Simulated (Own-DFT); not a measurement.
## Calculated data, SiC (2H silicon carbide, strained, atoms displaced)

A calculation, not a measurement: plane-wave PBE density functional theory by an unreviewed code, no spin, of a simulated periodic cell, stress positive in tension, free energy of the whole cell less one offset for each atom, forces on such cells passed a denser k mesh, this cell's mesh not checked; offsets are fitted by least squares, one for each functional and potential file, so energies compare only between cells with the same atoms and settings and are not formation energies; the far tail of each file's local potential was reset to the Coulomb form; each entry is a single point on an unrelaxed cell, so the pressure reflects the starting lattice, mostly measured values (interpolated for alloys), from which strain is counted, and rises with the displacements; printed positions are rounded, which can move forces by about a meV/angstrom; the program, named Own-DFT, is a retired in-house code; no spin-orbit coupling. Program: Own-DFT development build.

Common to all runs: functional PBE; potential files PseudoDojo norm-conserving, scalar-relativistic, standard set; wave cutoff 42 hartree; occupations Fermi-Dirac; smearing width 0.1 eV; hardware one NVIDIA H100; k mesh 4 x 4 x 3 centred on Gamma.

(1) SiC (2H silicon carbide, strained, atoms displaced)

```cif
# cell vector a (Å): 9.3553 -0.0839 -0.0511
# cell vector b (Å): -4.7503 8.0342 0.1245
# cell vector c (Å): -0.0556 0.1244 9.9005
data_SiC
_symmetry_space_group_name_H-M 'P 1'
_symmetry_Int_Tables_number 1
_cell_length_a 9.3558
_cell_length_b 9.3343
_cell_length_c 9.9014
_cell_angle_alpha 88.452
_cell_angle_beta 90.641
_cell_angle_gamma 121.109
_cell_volume 740.06
loop_
_atom_site_label
_atom_site_type_symbol
_atom_site_fract_x
_atom_site_fract_y
_atom_site_fract_z
_atom_site_occupancy
Si1 Si 0.99904 0.00140 0.00320 1
Si2 Si 0.10439 0.21986 0.23916 1
C1 C 0.00397 0.99954 0.19184 1
C2 C 0.11768 0.23136 0.44029 1
Si3 Si 0.00404 0.00696 0.50125 1
Si4 Si 0.11391 0.22304 0.74834 1
C3 C 0.99853 0.99312 0.69259 1
C4 C 0.10692 0.22917 0.93553 1
Si5 Si 0.99146 0.32710 0.99907 1
Si6 Si 0.11008 0.55712 0.24938 1
C5 C 0.99836 0.33377 0.18702 1
C6 C 0.11838 0.55298 0.44039 1
Si7 Si 0.00078 0.32812 0.50974 1
Si8 Si 0.10458 0.55106 0.74557 1
C7 C 0.00063 0.32952 0.69092 1
C8 C 0.11101 0.55192 0.92595 1
Si9 Si 0.00836 0.66848 0.99981 1
Si10 Si 0.11763 0.89742 0.26141 1
C9 C 0.99688 0.66429 0.18952 1
C10 C 0.08936 0.88862 0.44420 1
Si11 Si 0.00507 0.66300 0.49215 1
Si12 Si 0.10788 0.88431 0.75253 1
C11 C 0.00134 0.67595 0.68436 1
C12 C 0.10408 0.88134 0.94898 1
Si13 Si 0.33743 0.00676 0.99766 1
Si14 Si 0.44889 0.23220 0.24426 1
C13 C 0.32777 0.99116 0.18967 1
C14 C 0.44157 0.21660 0.44420 1
Si15 Si 0.33828 0.00211 0.50097 1
Si16 Si 0.45289 0.23267 0.75216 1
C15 C 0.33833 0.00723 0.68541 1
C16 C 0.43751 0.22375 0.94190 1
Si17 Si 0.32608 0.33456 0.00616 1
Si18 Si 0.45085 0.55420 0.24840 1
C17 C 0.33501 0.34796 0.18510 1
C18 C 0.43808 0.56590 0.43472 1
Si19 Si 0.33783 0.33721 0.50322 1
Si20 Si 0.45144 0.56754 0.73827 1
C19 C 0.33455 0.33629 0.69029 1
C20 C 0.43859 0.55613 0.94227 1
Si21 Si 0.33731 0.65311 0.00694 1
Si22 Si 0.44446 0.88916 0.25222 1
C21 C 0.33454 0.66635 0.18262 1
C22 C 0.43931 0.88123 0.43143 1
Si23 Si 0.34000 0.66952 0.51023 1
Si24 Si 0.44984 0.89855 0.75032 1
C23 C 0.33719 0.65562 0.69006 1
C24 C 0.45207 0.89544 0.93552 1
Si25 Si 0.66247 0.99435 0.00482 1
Si26 Si 0.78837 0.23391 0.24264 1
C25 C 0.66394 0.99978 0.18694 1
C26 C 0.78215 0.22670 0.43552 1
Si27 Si 0.66852 0.00122 0.49417 1
Si28 Si 0.78612 0.22627 0.75434 1
C27 C 0.66686 0.00357 0.69525 1
C28 C 0.77780 0.21705 0.94075 1
Si29 Si 0.67209 0.33073 0.99386 1
Si30 Si 0.78385 0.56532 0.25241 1
C29 C 0.66503 0.32896 0.19122 1
C30 C 0.78331 0.55365 0.44041 1
Si31 Si 0.65387 0.32489 0.49546 1
Si32 Si 0.77566 0.55912 0.75261 1
C31 C 0.67355 0.34052 0.68596 1
C32 C 0.77943 0.55517 0.93153 1
Si33 Si 0.65661 0.64244 0.00010 1
Si34 Si 0.76886 0.89121 0.25984 1
C33 C 0.67491 0.66787 0.18653 1
C34 C 0.78078 0.89353 0.43406 1
Si35 Si 0.67253 0.66391 0.49381 1
Si36 Si 0.77322 0.89109 0.75652 1
C35 C 0.67036 0.66908 0.68718 1
C36 C 0.77871 0.89966 0.93984 1
```

Results for SiC (2H silicon carbide, strained, atoms displaced): free energy of cell above offsets -4.815 eV; pressure 6.9 GPa; stress xx -0.14 GPa; stress yy -3.44 GPa; stress zz -17.12 GPa; stress yz 3.71 GPa; stress xz -1.57 GPa; stress xy -2.85 GPa; wall time 346.6 s.

Force:
```csv
element,x (eV/Å),y (eV/Å),z (eV/Å)
Si,-0.05,-0.453,-0.472
Si,0.877,0.763,2.412
C,-1.213,0.132,-0.173
C,-0.185,-0.904,-0.699
Si,-1.422,0.223,0.753
Si,0.079,-0.772,0.376
C,-0.834,1.387,-0.198
C,1.135,-1.125,1.152
Si,0.973,1.611,-0.551
Si,0.941,-0.05,0.239
C,0.953,0.893,-0.734
C,-0.864,0.502,0.206
Si,-0.431,0.666,-2.509
Si,0.607,1.098,-0.749
C,0.005,0.321,0.376
C,-0.144,0.295,3.313
Si,-0.367,-1.748,0.101
Si,-0.918,-1.282,-1.723
C,1.09,0.825,0.338
C,4.414,-0.37,-0.726
Si,-0.564,0.436,1.601
Si,0.557,1.243,0.348
C,0.955,-2.213,0.052
C,0.471,2.624,-2.075
Si,-0.052,-2.379,0.652
Si,-0.593,-2.044,0.887
C,0.424,2.191,0.177
C,-1.545,1.503,-2.279
Si,-1.211,-1.869,-0.406
Si,-0.525,-0.892,-0.437
C,-0.145,-0.542,1.429
C,0.759,1.146,-0.274
Si,0.357,-0.08,-2.712
Si,-1.442,2.099,0.381
C,0.685,-2.842,1.466
C,3.469,-1.455,0.467
Si,-0.524,0.081,-0.729
Si,1.785,-2.848,2.957
C,0.685,0.51,-0.001
C,2.561,-1.126,-1.977
Si,-3.144,2.71,-2.858
Si,-0.266,-0.529,-2.187
C,0.036,0.001,2.666
C,-0.077,1.556,2.779
Si,-1.243,-0.404,-2.299
Si,-0.366,-1.327,0.073
C,-3.677,3.128,0.146
C,-1.488,-1.169,1.015
Si,0.341,0.169,-1.17
Si,-1.663,-2.311,1.77
C,0.219,0.676,1.432
C,-0.39,-0.331,0.223
Si,-0.337,0.068,1.06
Si,-1.499,-0.664,-0.871
C,0.653,0.223,-2.195
C,-1.078,0.321,-0.005
Si,-1.184,-0.007,1.108
Si,0.283,-1.922,-0.299
C,0.292,1.919,-1.339
C,-1.29,-0.429,-0.596
Si,3.055,1.411,0.823
Si,1.139,0.115,-2.501
C,0.049,-0.596,0.744
C,0.389,-0.424,2.292
Si,-0.27,3.4,-0.315
Si,1.807,-0.046,-4.071
C,-1.223,0.107,0.825
C,-0.262,-0.259,3.086
Si,-0.979,0.722,0.746
Si,0.986,0.004,-0.964
C,-0.314,0.584,-0.322
C,0.747,-2.25,0.943
```

(2) SiC (2H silicon carbide, strained, atoms displaced)

```cif
# cell vector a (Å): 9.1530 0.1288 -0.0819
# cell vector b (Å): -4.4650 7.8745 0.1163
# cell vector c (Å): -0.0892 0.0946 10.0627
data_SiC
_symmetry_space_group_name_H-M 'P 1'
_symmetry_Int_Tables_number 1
_cell_length_a 9.1543
_cell_length_b 9.0530
_cell_length_c 10.0635
_cell_angle_alpha 88.545
_cell_angle_beta 91.013
_cell_angle_gamma 118.752
_cell_volume 730.93
loop_
_atom_site_label
_atom_site_type_symbol
_atom_site_fract_x
_atom_site_fract_y
_atom_site_fract_z
_atom_site_occupancy
Si1 Si 0.99781 0.00087 0.99947 1
Si2 Si 0.11032 0.21906 0.24717 1
C1 C 0.99386 0.00380 0.18748 1
C2 C 0.10720 0.21676 0.43396 1
Si3 Si 0.99704 0.99555 0.49417 1
Si4 Si 0.10567 0.21848 0.74838 1
C3 C 0.00261 0.99072 0.68898 1
C4 C 0.10892 0.22460 0.93154 1
Si5 Si 0.99503 0.33030 0.99264 1
Si6 Si 0.09667 0.54970 0.25235 1
C5 C 0.00120 0.33749 0.18478 1
C6 C 0.11277 0.56087 0.44219 1
Si7 Si 0.00869 0.33667 0.50218 1
Si8 Si 0.11249 0.55705 0.74470 1
C7 C 0.99975 0.33224 0.69257 1
C8 C 0.11176 0.55363 0.93717 1
Si9 Si 0.99313 0.66729 0.99890 1
Si10 Si 0.10577 0.88158 0.24512 1
C9 C 0.99473 0.65948 0.18482 1
C10 C 0.11925 0.89307 0.43526 1
Si11 Si 0.00344 0.66502 0.50293 1
Si12 Si 0.10604 0.88588 0.75455 1
C11 C 0.99758 0.66337 0.68577 1
C12 C 0.11004 0.89061 0.94451 1
Si13 Si 0.33839 0.00141 0.00129 1
Si14 Si 0.44804 0.22880 0.24445 1
C13 C 0.33411 0.01065 0.19255 1
C14 C 0.44764 0.22196 0.43696 1
Si15 Si 0.33826 0.00779 0.51013 1
Si16 Si 0.44383 0.23281 0.74705 1
C15 C 0.33373 0.99606 0.68989 1
C16 C 0.43976 0.21514 0.93194 1
Si17 Si 0.34118 0.33914 0.00333 1
Si18 Si 0.44308 0.55780 0.24557 1
C17 C 0.32797 0.32957 0.18988 1
C18 C 0.44613 0.56159 0.44115 1
Si19 Si 0.33692 0.33489 0.49627 1
Si20 Si 0.44273 0.56351 0.75427 1
C19 C 0.33913 0.33633 0.69444 1
C20 C 0.45424 0.56028 0.93267 1
Si21 Si 0.33510 0.67239 0.00126 1
Si22 Si 0.43919 0.88021 0.25416 1
C21 C 0.33065 0.66563 0.18489 1
C22 C 0.43295 0.88166 0.44759 1
Si23 Si 0.32905 0.65743 0.50923 1
Si24 Si 0.45042 0.89526 0.74804 1
C23 C 0.32776 0.66614 0.68268 1
C24 C 0.44892 0.89790 0.92978 1
Si25 Si 0.66615 0.99418 0.99409 1
Si26 Si 0.78214 0.23240 0.24909 1
C25 C 0.66266 0.00241 0.19072 1
C26 C 0.77651 0.21657 0.43834 1
Si27 Si 0.66726 0.00104 0.49009 1
Si28 Si 0.77396 0.21034 0.74329 1
C27 C 0.66676 0.00251 0.68890 1
C28 C 0.76693 0.21384 0.94333 1
Si29 Si 0.66144 0.33610 0.99893 1
Si30 Si 0.78101 0.55713 0.25532 1
C29 C 0.66455 0.33769 0.18874 1
C30 C 0.78231 0.56125 0.43520 1
Si31 Si 0.66668 0.32591 0.50371 1
Si32 Si 0.78661 0.56742 0.75485 1
C31 C 0.67039 0.33696 0.68780 1
C32 C 0.77422 0.55059 0.93297 1
Si33 Si 0.67587 0.67152 0.98718 1
Si34 Si 0.77255 0.88553 0.24619 1
C33 C 0.66603 0.67826 0.18229 1
C34 C 0.77758 0.88749 0.43962 1
Si35 Si 0.66203 0.67052 0.50412 1
Si36 Si 0.77589 0.89590 0.73854 1
C35 C 0.66575 0.65686 0.69766 1
C36 C 0.77923 0.88636 0.93980 1
```

It finds free energy of cell above offsets -6.318 eV; pressure 9.47 GPa; stress xx -11.09 GPa; stress yy -10.33 GPa; stress zz -7 GPa; stress yz 3.45 GPa; stress xz -3.32 GPa; stress xy 7.49 GPa; wall time 351.3 s.

Force:
```csv
element,x (eV/Å),y (eV/Å),z (eV/Å)
Si,-0.07,0.835,0.25
Si,-0.869,0.407,0.315
C,0.809,-1.216,-0.308
C,0.732,1.239,0.638
Si,1.122,-0.186,0.81
Si,2.13,-0.102,0.138
C,-2.909,1.983,-1.502
C,0.972,-0.271,1.412
Si,-0.308,0.14,0.86
Si,2.948,0.569,-0.098
C,-0.198,-0.757,0.057
C,0.777,-1.62,-0.886
Si,-1.325,-1.018,-0.209
Si,-0.13,-0.62,1.897
C,-0.546,-0.033,-1.58
C,-0.553,1.051,-0.568
Si,1.607,-0.858,-0.141
Si,0.218,1.683,0.871
C,-1.121,1.209,-0.012
C,-0.666,-0.824,0.352
Si,-1.746,1.492,-0.738
Si,2.643,-0.584,0.217
C,-0.041,1.066,0.823
C,0.536,-0.314,-0.831
Si,-0.956,-0.175,0.504
Si,0.299,-0.967,1.954
C,0.594,-2.293,-1.335
C,0.011,0.746,-0.098
Si,-0.608,-1.39,-2.081
Si,3.377,-2.465,0.789
C,-1.738,1.586,0.776
C,-0.157,1.904,1.29
Si,-1.145,-1,-1.502
Si,0.714,0.005,0.762
C,0.048,1.572,-0.62
C,0.147,-1.068,-1.138
Si,-0.182,-0.404,0.964
Si,1.104,-1.606,-1.155
C,-3.794,1.211,-2.356
C,-1.346,0.129,2.014
Si,0.228,-0.57,-1.115
Si,-0.486,1.753,0.33
C,-1.378,-0.046,0.713
C,1.647,0.599,-1.161
Si,-0.41,1.673,-2.737
Si,-0.541,-1.213,-0.23
C,0.702,0.733,2.718
C,0.331,-1.759,1.308
Si,-0.672,0.311,2.105
Si,0.23,-1.993,-0.17
C,-0.183,-0.015,-0.449
C,0.672,2.085,-0.394
Si,-0.974,-1.521,1.192
Si,-0.862,3.378,2.273
C,-0.644,-1.103,-2.418
C,0.957,1.449,-1.673
Si,0.612,-1.694,0.006
Si,-1.751,0.454,-1.348
C,0.047,0.775,-0.684
C,-0.211,-0.804,1.675
Si,-0.567,1.78,-0.681
Si,1.23,-3.178,-1.49
C,-0.232,-0.121,0.475
C,0.913,0.977,1.215
Si,-1.377,-1.035,2.326
Si,-0.134,1.656,0.777
C,1.018,-2.839,-0.321
C,-0.233,0.02,-0.636
Si,1.794,-1.147,0.147
Si,2.643,-2.184,2.249
C,-2.831,2.958,-2.292
C,0.086,1.57,-2.243
```

(3) SiC (2H silicon carbide, strained, atoms displaced)

```cif
# cell vector a (Å): 9.4010 -0.1168 -0.0217
# cell vector b (Å): -4.8017 7.9549 0.0278
# cell vector c (Å): -0.0237 0.0213 9.9472
data_SiC
_symmetry_space_group_name_H-M 'P 1'
_symmetry_Int_Tables_number 1
_cell_length_a 9.4018
_cell_length_b 9.2918
_cell_length_c 9.9473
_cell_angle_alpha 89.653
_cell_angle_beta 90.270
_cell_angle_gamma 121.828
_cell_volume 738.31
loop_
_atom_site_label
_atom_site_type_symbol
_atom_site_fract_x
_atom_site_fract_y
_atom_site_fract_z
_atom_site_occupancy
Si1 Si 0.98643 0.98869 0.00547 1
Si2 Si 0.09860 0.21200 0.24821 1
C1 C 0.00540 0.99897 0.17931 1
C2 C 0.11588 0.23166 0.43575 1
Si3 Si 0.01072 0.99586 0.49840 1
Si4 Si 0.10681 0.21832 0.75291 1
C3 C 0.99451 0.00225 0.68366 1
C4 C 0.10859 0.22292 0.93662 1
Si5 Si 0.00079 0.32836 0.98993 1
Si6 Si 0.10742 0.54477 0.25103 1
C5 C 0.01196 0.33854 0.18609 1
C6 C 0.10909 0.55483 0.43851 1
Si7 Si 0.01230 0.33545 0.50235 1
Si8 Si 0.11149 0.55814 0.75077 1
C7 C 0.99757 0.33299 0.69466 1
C8 C 0.11452 0.56572 0.93271 1
Si9 Si 0.00006 0.67113 0.99857 1
Si10 Si 0.11786 0.89171 0.25357 1
C9 C 0.99969 0.67101 0.18601 1
C10 C 0.10812 0.89167 0.44380 1
Si11 Si 0.00305 0.67062 0.49807 1
Si12 Si 0.11039 0.89197 0.75785 1
C11 C 0.00389 0.67642 0.69566 1
C12 C 0.11320 0.88874 0.93650 1
Si13 Si 0.33103 0.99945 0.99294 1
Si14 Si 0.44388 0.22435 0.25332 1
C13 C 0.34154 0.00542 0.19046 1
C14 C 0.43763 0.21459 0.44424 1
Si15 Si 0.33829 0.00734 0.49355 1
Si16 Si 0.43313 0.21355 0.74592 1
C15 C 0.33436 0.00462 0.68541 1
C16 C 0.44463 0.22942 0.92896 1
Si17 Si 0.32222 0.32393 0.00489 1
Si18 Si 0.45446 0.56767 0.24654 1
C17 C 0.34083 0.32904 0.18323 1
C18 C 0.44979 0.56029 0.44093 1
Si19 Si 0.33358 0.33457 0.49544 1
Si20 Si 0.44386 0.55947 0.74592 1
C19 C 0.34023 0.34294 0.68464 1
C20 C 0.44431 0.55618 0.93953 1
Si21 Si 0.32752 0.66640 0.99085 1
Si22 Si 0.43151 0.88718 0.25304 1
C21 C 0.32353 0.66951 0.19591 1
C22 C 0.44399 0.88388 0.44187 1
Si23 Si 0.33188 0.67140 0.50277 1
Si24 Si 0.45521 0.90794 0.75289 1
C23 C 0.33248 0.67347 0.68903 1
C24 C 0.44168 0.88637 0.93553 1
Si25 Si 0.66345 0.99350 0.00162 1
Si26 Si 0.78219 0.21644 0.25753 1
C25 C 0.66358 0.99779 0.18700 1
C26 C 0.77571 0.21803 0.43686 1
Si27 Si 0.66727 0.99594 0.49315 1
Si28 Si 0.78157 0.22321 0.74852 1
C27 C 0.65927 0.00205 0.68145 1
C28 C 0.76751 0.20778 0.93391 1
Si29 Si 0.66192 0.33268 0.99856 1
Si30 Si 0.78172 0.55822 0.24851 1
C29 C 0.67073 0.34359 0.19297 1
C30 C 0.77651 0.55286 0.44333 1
Si31 Si 0.66530 0.33490 0.49436 1
Si32 Si 0.77660 0.55040 0.74427 1
C31 C 0.66222 0.33499 0.69070 1
C32 C 0.78538 0.55301 0.92835 1
Si33 Si 0.67612 0.67670 0.98959 1
Si34 Si 0.78326 0.88705 0.25424 1
C33 C 0.67068 0.65883 0.19117 1
C34 C 0.78313 0.89321 0.43902 1
Si35 Si 0.65462 0.66334 0.49429 1
Si36 Si 0.78119 0.88918 0.75031 1
C35 C 0.65790 0.66317 0.68111 1
C36 C 0.78115 0.89073 0.94197 1
```

The calculation gives: free energy of cell above offsets -5.077 eV; pressure 7.78 GPa; stress xx 2.87 GPa; stress yy -12.88 GPa; stress zz -13.33 GPa; stress yz 0.16 GPa; stress xz -1.02 GPa; stress xy -6.17 GPa; wall time 349.8 s.

Force:
```csv
element,x (eV/Å),y (eV/Å),z (eV/Å)
Si,2.737,2.228,-2.568
Si,2.154,2.272,-0.372
C,-0.478,-0.834,3.653
C,0.622,-2.063,-0.145
Si,-3.765,1.963,0.793
Si,0.712,1.492,-1.29
C,1.71,-0.414,1.075
C,0.221,-1.539,0.63
Si,-1.61,1.136,1.185
Si,-1.052,2.448,0.103
C,-1.354,-2.805,-0.963
C,-0.066,0.463,0.323
Si,-2.566,-0.475,0.54
Si,-0.313,0.872,-0.878
C,1.298,0.311,-1.177
C,-0.829,-1.889,1.352
Si,0.807,-1.259,-0.162
Si,-0.453,-0.068,-1.032
C,1.157,-0.481,0.693
C,2.588,-0.381,-2.016
Si,-0.348,-1.365,1.672
Si,0.061,0.568,-2.558
C,0.264,-1.571,-2.043
C,-1.555,0.929,1.586
Si,1.028,1.072,1.194
Si,1.015,0.562,-0.441
C,-1.422,-0.364,-0.791
C,-0.094,3.539,-2.138
Si,0.454,-3.52,2.361
Si,0.588,3.415,-0.227
C,-0.467,-1.736,-0.081
C,-0.563,-1.365,1.887
Si,1.609,1.581,-2.05
Si,-1.375,-1.756,0.132
C,-2.197,0.65,2.384
C,-2.83,-1,-1.969
Si,0.427,0.358,0.861
Si,-0.613,0.284,0.933
C,-1.228,-2.3,0.089
C,-0.281,0.175,-0.193
Si,1.396,-0.385,1.943
Si,2.41,0.312,-0.118
C,2.098,-0.635,-2.162
C,-1.165,1.92,-1.206
Si,0.575,-1.54,0.186
Si,-1.302,-2.467,-1.306
C,0.419,-0.004,0.25
C,-0.016,1.23,0.78
Si,-0.549,0.088,0.026
Si,-1.037,1.296,-2.668
C,0.573,-0.803,1.002
C,0.501,1.061,1.373
Si,-0.16,0.39,1.113
Si,-2.153,-0.315,-0.547
C,2.692,0.225,0.614
C,0.34,2.08,0.937
Si,0.839,-0.179,0.16
Si,0.185,0.252,1.171
C,0.882,-2.688,-0.876
C,-0.412,1.691,-1.402
Si,0.795,-1.273,1.805
Si,-0.777,1.544,-0.307
C,1.082,-1.74,-1.444
C,-1.616,0.838,1.622
Si,-0.174,-4.158,1.809
Si,-0.939,-0.217,-1.305
C,-0.741,2.241,-1.438
C,0.468,-0.396,-0.088
Si,3.656,1.359,1.324
Si,-1.879,-0.474,-1.2
C,1.527,1.019,1.348
C,-1.511,0.595,-1.748
```

(4) SiC (2H silicon carbide, strained, atoms displaced)

```cif
# cell vector a (Å): 9.4154 0.0490 -0.0475
# cell vector b (Å): -4.6653 7.9694 0.0363
# cell vector c (Å): -0.0517 0.0158 10.0253
data_SiC
_symmetry_space_group_name_H-M 'P 1'
_symmetry_Int_Tables_number 1
_cell_length_a 9.4156
_cell_length_b 9.2346
_cell_length_c 10.0254
_cell_angle_alpha 89.548
_cell_angle_beta 90.584
_cell_angle_gamma 120.047
_cell_volume 754.52
loop_
_atom_site_label
_atom_site_type_symbol
_atom_site_fract_x
_atom_site_fract_y
_atom_site_fract_z
_atom_site_occupancy
Si1 Si 0.99854 0.00635 0.99547 1
Si2 Si 0.11346 0.22879 0.24976 1
C1 C 0.00802 0.01566 0.19609 1
C2 C 0.11056 0.21529 0.43851 1
Si3 Si 0.99943 0.98719 0.49851 1
Si4 Si 0.11505 0.22387 0.76955 1
C3 C 0.99573 0.01149 0.68742 1
C4 C 0.12356 0.24021 0.93634 1
Si5 Si 0.00046 0.33358 0.99896 1
Si6 Si 0.11864 0.56738 0.25897 1
C5 C 0.98968 0.31990 0.19477 1
C6 C 0.11478 0.56379 0.43550 1
Si7 Si 0.00483 0.34052 0.50197 1
Si8 Si 0.11347 0.55673 0.74747 1
C7 C 0.99719 0.33971 0.68865 1
C8 C 0.09902 0.54296 0.93747 1
Si9 Si 0.00701 0.67123 0.00139 1
Si10 Si 0.10592 0.88628 0.25333 1
C9 C 0.00155 0.66267 0.17983 1
C10 C 0.11641 0.88528 0.43554 1
Si11 Si 0.01867 0.67872 0.50556 1
Si12 Si 0.10556 0.89494 0.74888 1
C11 C 0.01115 0.66959 0.69248 1
C12 C 0.11725 0.89422 0.93281 1
Si13 Si 0.32521 0.99797 0.99432 1
Si14 Si 0.44839 0.23421 0.24676 1
C13 C 0.32425 0.99761 0.17663 1
C14 C 0.44391 0.21816 0.43940 1
Si15 Si 0.33104 0.00400 0.49854 1
Si16 Si 0.44404 0.22224 0.75074 1
C15 C 0.34301 0.00328 0.68919 1
C16 C 0.43853 0.22683 0.94295 1
Si17 Si 0.33029 0.32124 0.01041 1
Si18 Si 0.45590 0.55512 0.24790 1
C17 C 0.33810 0.34604 0.18789 1
C18 C 0.45216 0.55687 0.43317 1
Si19 Si 0.33351 0.33260 0.50084 1
Si20 Si 0.44589 0.55764 0.74834 1
C19 C 0.33319 0.32137 0.69445 1
C20 C 0.44951 0.55656 0.94551 1
Si21 Si 0.32935 0.66375 0.99647 1
Si22 Si 0.44624 0.88943 0.24590 1
C21 C 0.33399 0.66207 0.19047 1
C22 C 0.44858 0.88553 0.44117 1
Si23 Si 0.33749 0.67368 0.50621 1
Si24 Si 0.44709 0.88985 0.74742 1
C23 C 0.33899 0.67091 0.68381 1
C24 C 0.45276 0.89425 0.94072 1
Si25 Si 0.66067 0.99820 0.99578 1
Si26 Si 0.76935 0.21512 0.25580 1
C25 C 0.67967 0.00960 0.18355 1
C26 C 0.76941 0.21182 0.43973 1
Si27 Si 0.66654 0.99016 0.49244 1
Si28 Si 0.77971 0.21799 0.74881 1
C27 C 0.65065 0.00390 0.67917 1
C28 C 0.77489 0.21937 0.94135 1
Si29 Si 0.67734 0.34110 0.00213 1
Si30 Si 0.78133 0.55945 0.24232 1
C29 C 0.66767 0.33346 0.19148 1
C30 C 0.77182 0.55094 0.44236 1
Si31 Si 0.65223 0.32223 0.49657 1
Si32 Si 0.76827 0.55500 0.74848 1
C31 C 0.66428 0.33597 0.69184 1
C32 C 0.78129 0.56589 0.93981 1
Si33 Si 0.66384 0.67007 0.00154 1
Si34 Si 0.78640 0.89310 0.24050 1
C33 C 0.67630 0.66129 0.19605 1
C34 C 0.77442 0.88558 0.43832 1
Si35 Si 0.67112 0.67247 0.50187 1
Si36 Si 0.77944 0.89137 0.74966 1
C35 C 0.66431 0.67413 0.69138 1
C36 C 0.77408 0.89336 0.92990 1
```

The calculation gives: free energy of cell above offsets -5.081 eV; pressure 2.81 GPa; stress xx 4.46 GPa; stress yy -4.09 GPa; stress zz -8.8 GPa; stress yz 0.2 GPa; stress xz -1.87 GPa; stress xy 2.17 GPa; wall time 353.1 s.

Force:
```csv
element,x (eV/Å),y (eV/Å),z (eV/Å)
Si,0.623,-0.274,0.842
Si,0.137,0.986,1.378
C,0.592,-2.841,-2.268
C,-0.086,0.973,0.351
Si,-1.596,2.12,-0.012
Si,-0.326,0.898,-6.842
C,1.197,-1.411,0.474
C,-0.714,-2.089,4.458
Si,-0.988,-1.243,1.909
Si,0.411,-2.124,-2.904
C,-0.083,2.617,-0.898
C,0.802,-0.356,2.429
Si,-0.333,-1.752,-0.768
Si,0.23,0.056,0.876
C,1.499,-0.996,0.325
C,1.023,3.017,-0.466
Si,-0.845,-0.487,-2.084
Si,0.894,0.607,-2.235
C,-0.507,1.032,2.52
C,-0.806,1.079,0.675
Si,-2.24,-3.134,0.04
Si,1.652,-0.162,-0.53
C,-2.287,0.822,-0.559
C,-1.983,-0.525,0.649
Si,2.034,1.209,0.054
Si,0.175,-2.092,0.141
C,0.691,0.477,2.72
C,-1.734,0.412,-1.414
Si,2.23,-0.889,0.702
Si,1.402,-0.084,1.097
C,-2.449,-0.579,-0.368
C,2.511,-0.986,-0.768
Si,-0.323,3.141,-1.798
Si,-1.614,1.771,0.753
C,-0.005,-2.35,0.971
C,-1.03,-0.145,1.754
Si,-0.144,-0.137,0.196
Si,0.263,-0.945,1.118
C,-2.142,2.182,-1.09
C,-1.344,-0.573,-1.169
Si,0.484,-0.139,0.949
Si,-0.098,0.003,0.126
C,0.18,0.698,-0.646
C,-1.506,1.073,-1.59
Si,0.862,-1.517,-2.833
Si,-0.615,0.096,0.848
C,-0.584,-1.155,2.208
C,-2.534,-1.576,-1.262
Si,1.356,1.102,0.925
Si,1.032,1.617,-0.389
C,-1.371,-2.777,0.027
C,0.402,1.458,0.272
Si,-1.16,1.407,1.346
Si,-1.792,1.092,-0.035
C,3.623,-0.359,0.82
C,0.639,0.657,-1.076
Si,-1.52,-0.715,-0.361
Si,2.475,-1.702,2.727
C,-0.136,0.14,-0.531
C,1.416,1.035,-0.689
Si,2.438,1.668,1.425
Si,1.654,0.58,0.327
C,0.244,-0.716,-0.54
C,0.345,-0.352,-0.122
Si,1.16,-0.112,-0.01
Si,-0.791,-0.106,1.863
C,-2.759,2.574,-2.662
C,1.905,0.448,-1.096
Si,-0.004,-1.872,-0.434
Si,-1.677,0.758,-1.356
C,0.703,-0.696,-0.766
C,0.843,0.164,2.272
```
